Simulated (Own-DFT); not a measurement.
Simulation results for GaP (zincblende, strained, atoms displaced)

A calculation, not a measurement: plane-wave PBE density functional theory by an unreviewed code, no spin, of a simulated periodic cell, stress positive in tension, free energy of the whole cell less one offset for each atom, forces on such cells passed a denser k mesh, this cell's mesh not checked; offsets are fitted by least squares, one for each functional and potential file, so energies compare only between cells with the same atoms and settings and are not formation energies; the far tail of each file's local potential was reset to the Coulomb form; each entry is a single point on an unrelaxed cell, so the pressure reflects the starting lattice, mostly measured values (interpolated for alloys), from which strain is counted, and rises with the displacements; printed positions are rounded, which can move forces by about a meV/angstrom; the program, named Own-DFT, is a retired in-house code; no spin-orbit coupling. Program: Own-DFT development build.

```yaml
- formula: GaP
  kind: "zincblende, strained, atoms displaced"
  structure:
    cell_angstrom: [[10.862, 0.0, 0.0], [0.0, 10.862, 0.0], [0.0, 0.0, 10.9361]]
    atoms_fractional:
      - [Ga, 0.01388, 0.98914, 0.99113]
      - [Ga, 0.99461, 0.25314, 0.26295]
      - [Ga, 0.25064, 0.01523, 0.2529]
      - [Ga, 0.2376, 0.25181, 0.00918]
      - [P, 0.12755, 0.12668, 0.12483]
      - [P, 0.11922, 0.36201, 0.36476]
      - [P, 0.38919, 0.13061, 0.38721]
      - [P, 0.38604, 0.38811, 0.12405]
      - [Ga, 0.00978, 0.99229, 0.50258]
      - [Ga, 0.99299, 0.24696, 0.74581]
      - [Ga, 0.25083, 0.99649, 0.75202]
      - [Ga, 0.24142, 0.25079, 0.51022]
      - [P, 0.12814, 0.13557, 0.63032]
      - [P, 0.12805, 0.37563, 0.87239]
      - [P, 0.36589, 0.12165, 0.87338]
      - [P, 0.37274, 0.38627, 0.61714]
      - [Ga, 9.0e-05, 0.50077, 0.00065]
      - [Ga, 0.00526, 0.77513, 0.25603]
      - [Ga, 0.25016, 0.50551, 0.24812]
      - [Ga, 0.24201, 0.75476, 0.00847]
      - [P, 0.14136, 0.63605, 0.12632]
      - [P, 0.12594, 0.86696, 0.37347]
      - [P, 0.38068, 0.63442, 0.36993]
      - [P, 0.36927, 0.86983, 0.12792]
      - [Ga, 0.00112, 0.51059, 0.4889]
      - [Ga, 0.99761, 0.75003, 0.75949]
      - [Ga, 0.2473, 0.50142, 0.75365]
      - [Ga, 0.23238, 0.73805, 0.49953]
      - [P, 0.12395, 0.62534, 0.62103]
      - [P, 0.12186, 0.87186, 0.87289]
      - [P, 0.37159, 0.63162, 0.88835]
      - [P, 0.36634, 0.88325, 0.61815]
      - [Ga, 0.49475, 0.00726, 0.0013]
      - [Ga, 0.48799, 0.25443, 0.25372]
      - [Ga, 0.76007, 0.0084, 0.24942]
      - [Ga, 0.74314, 0.24141, 0.99282]
      - [P, 0.61753, 0.10661, 0.11985]
      - [P, 0.61862, 0.37973, 0.38115]
      - [P, 0.8802, 0.14647, 0.37533]
      - [P, 0.88494, 0.37372, 0.12854]
      - [Ga, 0.5046, 0.99694, 0.50148]
      - [Ga, 0.4957, 0.2364, 0.74792]
      - [Ga, 0.74682, 0.99403, 0.75261]
      - [Ga, 0.74631, 0.24867, 0.51233]
      - [P, 0.62565, 0.12394, 0.61417]
      - [P, 0.62711, 0.38195, 0.87773]
      - [P, 0.87426, 0.13159, 0.87099]
      - [P, 0.88575, 0.37575, 0.62237]
      - [Ga, 0.49977, 0.49482, 0.99394]
      - [Ga, 0.48838, 0.75011, 0.25114]
      - [Ga, 0.73962, 0.49476, 0.24408]
      - [Ga, 0.75097, 0.75597, 0.00759]
      - [P, 0.63372, 0.61715, 0.12963]
      - [P, 0.61814, 0.87551, 0.35724]
      - [P, 0.87089, 0.62233, 0.37629]
      - [P, 0.87027, 0.87964, 0.14046]
      - [Ga, 0.4896, 0.50807, 0.51821]
      - [Ga, 0.4845, 0.75139, 0.74982]
      - [Ga, 0.76176, 0.49948, 0.74473]
      - [Ga, 0.754, 0.74406, 0.49364]
      - [P, 0.63809, 0.6081, 0.62345]
      - [P, 0.63835, 0.87027, 0.87841]
      - [P, 0.87027, 0.63605, 0.87573]
      - [P, 0.86761, 0.87117, 0.61593]
  settings:
    functional: PBE
    potential_files: "PseudoDojo norm-conserving, scalar-relativistic, standard set"
    "wave_cutoff [hartree]": 42.0
    occupations: Fermi-Dirac
    "smearing_width [eV]": 0.1
    hardware: "one NVIDIA H100"
    k_mesh: "3 x 3 x 3 centred on Gamma"
  results:
    "free_energy_of_cell_above_offsets [eV]": "-27.843"
    "pressure [GPa]": 4.82
    "stress_xx [GPa]": -5.0
    "stress_yy [GPa]": -4.81
    "stress_zz [GPa]": -4.64
    "stress_yz [GPa]": 1.45
    "stress_xz [GPa]": 0.48
    "stress_xy [GPa]": -1.31
    force_element: [Ga, Ga, Ga, Ga, P, P, P, P, Ga, Ga, Ga, Ga, P, P, P, P, Ga, Ga, Ga, Ga, P, P, P, P, Ga, Ga, Ga, Ga, P, P, P, P, Ga, Ga, Ga, Ga, P, P, P, P, Ga, Ga, Ga, Ga, P, P, P, P, Ga, Ga, Ga, Ga, P, P, P, P, Ga, Ga, Ga, Ga, P, P, P, P]
    "force_x [eV/angstrom]": [-2.163, 0.434, 0.951, 1.779, -1.569, 2.4, -2.244, -1.937, -0.668, 0.741, -0.582, 1.31, -0.711, -1.002, 0.224, -1.353, 0.425, -1.646, 0.474, 1.279, -3.395, 1.884, -1.689, 0.131, 0.317, -0.362, 0.724, 2.39, -1.069, 1.5, -0.237, 0.127, -0.755, 1.654, -1.155, -0.018, 1.255, -0.05, -1.821, -1.409, 0.223, 0.319, 0.617, 0.725, -0.328, 0.231, 0.273, -0.493, 0.791, 1.74, 1.679, 0.176, -2.05, 1.163, 0.5, 1.336, 1.538, 1.476, 0.079, -1.518, -1.36, -2.551, 0.341, 0.929]
    "force_y [eV/angstrom]": [1.845, -0.109, -0.943, 1.088, -0.553, 2.758, -0.166, -1.522, 0.987, 0.744, 0.377, 0.886, -2.236, -0.291, 0.634, -2.085, 0.691, -3.406, -0.611, 0.92, -1.329, 2.76, -1.76, 1.706, -1.368, 0.04, 0.451, 1.217, -0.899, -0.602, -0.35, -1.303, -2.193, 0.065, 0.941, 0.61, 2.784, -0.436, -3.333, -0.165, -0.733, 1.434, 0.745, 1.688, -1.006, -1.254, -1.678, 0.371, 1.506, 0.212, -1.115, -0.713, 1.752, 0.213, 0.402, -0.19, 0.845, -0.153, -0.586, 0.351, 2.372, 0.436, -1.289, 0.546]
    "force_z [eV/angstrom]": [1.732, -3.515, 0.63, -0.796, 0.65, 1.883, -0.249, 0.376, -0.061, 0.577, -0.332, -1.605, 0.445, 0.232, 0.825, 2.186, -0.028, -1.463, 0.535, -1.483, 1.127, 1.402, 2.256, -0.364, 0.283, -1.835, -0.147, -0.929, 1.879, -0.764, -1.025, -0.043, -1.208, -0.443, 1.093, 1.247, 1.503, 0.127, 1.983, -0.605, -0.783, -0.165, -0.772, -1.5, 2.166, -1.459, 0.249, -0.375, 0.244, -1.609, 1.449, 0.812, -1.483, 1.676, -1.939, -2.372, -2.639, -0.1, 1.076, -0.116, 0.097, -0.288, 0.7, 1.056]
    "wall_time [s]": 589.8
```
